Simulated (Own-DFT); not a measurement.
## Calculated data, SiGe3 (layered order of Si and Ge on the diamond lattice, atoms displaced)

All values are calculated (Own-DFT development build). A calculation, not a measurement: plane-wave density functional theory by an unreviewed code, no spin, of a simulated periodic cell, stress positive in tension, run twice, with PBE and with PBEsol, both on files made for PBE, so the change isn't that of files made for PBEsol, forces on such cells moved up to 12 meV/angstrom on a denser k mesh; the far tail of each file's local potential was reset to the Coulomb form; each entry is a single point on an unrelaxed cell, so the pressure reflects the starting lattice, mostly measured values (interpolated for alloys), from which strain is counted, and rises with the displacements; printed positions are rounded, which can move forces by about a meV/angstrom; the program, named Own-DFT, is a retired in-house code; no spin-orbit coupling; stress was not checked against mesh or cutoff.

```xyz
64
Lattice="11.2025 0.0000 0.0000 0.0000 11.2025 0.0000 0.0000 0.0000 11.2025" Properties=species:S:1:pos:R:3:PBE_force_x:R:1:PBE_force_y:R:1:PBE_force_z:R:1:PBEsol_force_x:R:1:PBEsol_force_y:R:1:PBEsol_force_z:R:1 formula=SiGe3 functional=PBE,then_PBEsol potential_files=PseudoDojo_norm-conserving,scalar-relativistic,standard_set wave_cutoff=42 occupations=Fermi-Dirac smearing_width=0.1 k_mesh=3_x_3_x_3_centred_on_Gamma PBE_pressure=4.35 PBE_stress_xx=-4.38 PBE_stress_yy=-4.21 PBE_stress_zz=-4.45 PBE_stress_yz=-1.21 PBE_stress_xz=-0.44 PBE_stress_xy=-1.33 PBEsol_pressure=1.62 PBEsol_stress_xx=-1.65 PBEsol_stress_yy=-1.48 PBEsol_stress_zz=-1.73 PBEsol_stress_yz=-1.17 PBEsol_stress_xz=-0.43 PBEsol_stress_xy=-1.28 rms_change_of_force_components_from_PBE_to_PBEsol=0.056
Ge     0.0094    11.1113     0.0128     -0.015      0.583      -1.05      -0.02      0.558     -0.957
Ge     0.0774     2.8245     2.8023      -1.09     -0.517     -0.463     -1.044     -0.505     -0.445
Ge     2.8489    11.0691     2.7700     -1.021      1.456      1.258     -0.976      1.399      1.209
Ge     2.8332     2.7993     0.0406     -0.532     -1.197     -2.846     -0.513     -1.155     -2.676
Ge     1.4706     1.4005     1.3514     -0.491     -0.844      0.854      -0.47     -0.808      0.833
Ge     1.4346     4.1753     4.2283     -0.481      0.364      0.007     -0.455      0.344     -0.009
Ge     4.2651     1.3166     4.3011     -2.046       1.36     -2.251     -1.967      1.317     -2.178
Ge     4.0930     4.1740     1.3097      2.279      0.202      1.014      2.191      0.196      0.994
Ge    11.1384     0.0930     5.6073       1.13     -1.205      0.403      1.073     -1.164      0.387
Si     0.0156     2.7330     8.4335      -1.23      1.226     -0.377     -1.201      1.195     -0.476
Si     2.7704    11.1219     8.3488     -0.774      0.219      0.955     -0.769      0.201      0.873
Ge     2.8169     2.8276     5.5770      0.168     -0.799      0.389      0.165     -0.768      0.383
Ge     1.3433     1.5183     7.0241      1.104     -1.288     -0.261      1.079     -1.261     -0.334
Si     1.3249     4.0647     9.7361      0.887      1.317      1.096      0.886      1.305      1.162
Si     4.2438     1.2569     9.7407     -1.061      1.154     -0.569     -1.038       1.12     -0.484
Ge     4.2547     4.0927     7.0096       0.05      0.983      0.854      0.032      0.953      0.748
Ge     0.0900     5.6723     0.0848     -1.561     -2.328     -2.437     -1.507     -2.245     -2.293
Ge     0.0143     8.4141     2.7922     -0.614     -0.337     -0.034     -0.597     -0.337     -0.035
Ge     2.8242     5.4460     2.7684     -0.908      2.042      0.285     -0.882      1.972      0.281
Ge     2.9425     8.5065     0.0423     -2.488     -1.786     -1.537     -2.402     -1.708     -1.415
Ge     1.3187     7.0156     1.3576      2.743      0.866      1.488      2.634      0.827      1.445
Ge     1.3964     9.6856     4.2492     -0.617      1.929     -0.422     -0.583      1.858     -0.423
Ge     4.1117     7.0676     4.1753     -0.168     -1.165     -0.103     -0.147     -1.124     -0.104
Ge     4.1567     9.8048     1.3833       2.16      0.513      0.641      2.072      0.489      0.626
Ge     0.0009     5.6027     5.6190     -0.195      0.279      -1.01     -0.183      0.276     -0.973
Si     0.1067     8.4705     8.3613     -1.826     -1.896     -0.961     -1.826     -1.892     -1.057
Si     2.7590     5.5307     8.4468      0.379      0.309     -0.147      0.378       0.31     -0.207
Ge     2.8011     8.4667     5.6137      0.673     -0.679      0.334      0.644     -0.673      0.308
Ge     1.4550     6.9856     6.8781     -0.029     -0.079      1.928     -0.034     -0.072      1.797
Si     1.2823     9.5937     9.8146      2.148      2.142      0.627      2.145      2.136      0.732
Si     4.1819     7.1013     9.8235      0.384     -1.147      -0.71      0.365     -1.119     -0.625
Ge     4.2293     9.7598     7.0421      0.055      0.907     -0.302      0.036      0.881     -0.377
Ge     5.5493     0.0046    11.1615      1.238     -0.519      -0.02      1.202     -0.516      0.054
Ge     5.6076     2.7897     2.8415     -0.972     -0.302     -0.923     -0.919     -0.297     -0.878
Ge     8.4584    11.1159     2.7963     -0.689      0.273      -0.87     -0.665      0.266     -0.825
Ge     8.4691     2.7959     0.1438     -1.303     -1.406     -3.909     -1.265     -1.347     -3.712
Ge     7.0166     1.4519     1.3657     -0.423     -1.319      0.882     -0.403     -1.264      0.863
Ge     6.9774     4.0886     4.2204       0.19      1.564     -0.203      0.178      1.507     -0.202
Ge     9.7931     1.3014     4.1761     -0.111      1.558     -0.688     -0.113      1.494     -0.657
Ge     9.7178     4.1689     1.2869      2.645      2.123      2.457      2.556      2.051      2.393
Ge     5.5768     0.0452     5.5361      1.209     -1.881      1.911       1.18     -1.805      1.834
Si     5.6680     2.7016     8.4334     -0.045      0.188      0.216     -0.036      0.184      0.133
Si     8.5377     0.0104     8.2900     -2.029      0.627      1.008     -1.993      0.599      0.903
Ge     8.3185     2.7145     5.5770       2.65      1.637     -0.788      2.536      1.571     -0.773
Ge     7.0312     1.4426     6.8451     -1.021     -1.694      2.844     -0.983     -1.635      2.671
Si     6.9747     4.2030     9.8476      0.518     -0.724     -0.419      0.499     -0.704     -0.327
Si     9.8607     1.3658     9.6711     -0.417     -0.225      1.432     -0.414     -0.232      1.493
Ge     9.7629     4.3388     7.0163      0.269     -2.282      0.001      0.287     -2.215     -0.072
Ge     5.6077     5.5974     0.0315     -0.604      0.304     -0.953     -0.586      0.305     -0.852
Ge     5.5226     8.3756     2.8229      0.768      0.563     -0.534      0.738      0.548     -0.516
Ge     8.4166     5.5831     2.8402     -0.974     -0.649     -0.829     -0.939      -0.62     -0.802
Ge     8.3414     8.3356     0.0094      0.583      0.123     -2.006      0.571      0.116     -1.861
Ge     6.9747     7.0328     1.3746     -0.227     -0.755      1.286     -0.222     -0.732      1.242
Ge     6.9794     9.8317     4.1874      0.326     -0.995      0.302      0.307     -0.952      0.279
Ge     9.7441     7.0053     4.1400      1.313      -0.24      0.301      1.262     -0.237      0.294
Ge     9.7699     9.6969     1.3190       0.17      0.546      0.672      0.166      0.533      0.665
Ge     5.5670     5.6289     5.5278     -0.611     -0.907     -0.155     -0.576     -0.877     -0.139
Si     5.6135     8.4485     8.3932       0.18     -0.865      0.476      0.167     -0.854      0.384
Si     8.3477     5.5250     8.3677     -0.463      1.271      1.368     -0.445      1.253      1.264
Ge     8.4467     8.2610     5.6481     -1.011      1.217     -0.232     -0.978      1.177     -0.235
Ge     6.8902     6.9486     6.9334      0.757      0.254      1.499       0.74      0.238      1.372
Si     7.0257     9.8126     9.7089      0.361      0.428      0.191      0.359      0.432      0.261
Si     9.8940     6.9329     9.8003     -0.724      0.553     -0.923     -0.704      0.536     -0.841
Ge     9.7420     9.8303     6.9714      1.436     -1.049     -0.044      1.408     -1.026     -0.123
```

Units: wave_cutoff in hartree; smearing_width in eV; PBE_pressure, PBE_stress_xx, PBE_stress_yy, PBE_stress_zz, PBE_stress_yz, PBE_stress_xz, PBE_stress_xy, PBEsol_pressure, PBEsol_stress_xx, PBEsol_stress_yy, PBEsol_stress_zz, PBEsol_stress_yz, PBEsol_stress_xz, PBEsol_stress_xy in GPa; rms_change_of_force_components_from_PBE_to_PBEsol, PBE_force_x, PBE_force_y, PBE_force_z, PBEsol_force_x, PBEsol_force_y, PBEsol_force_z in eV/Å.
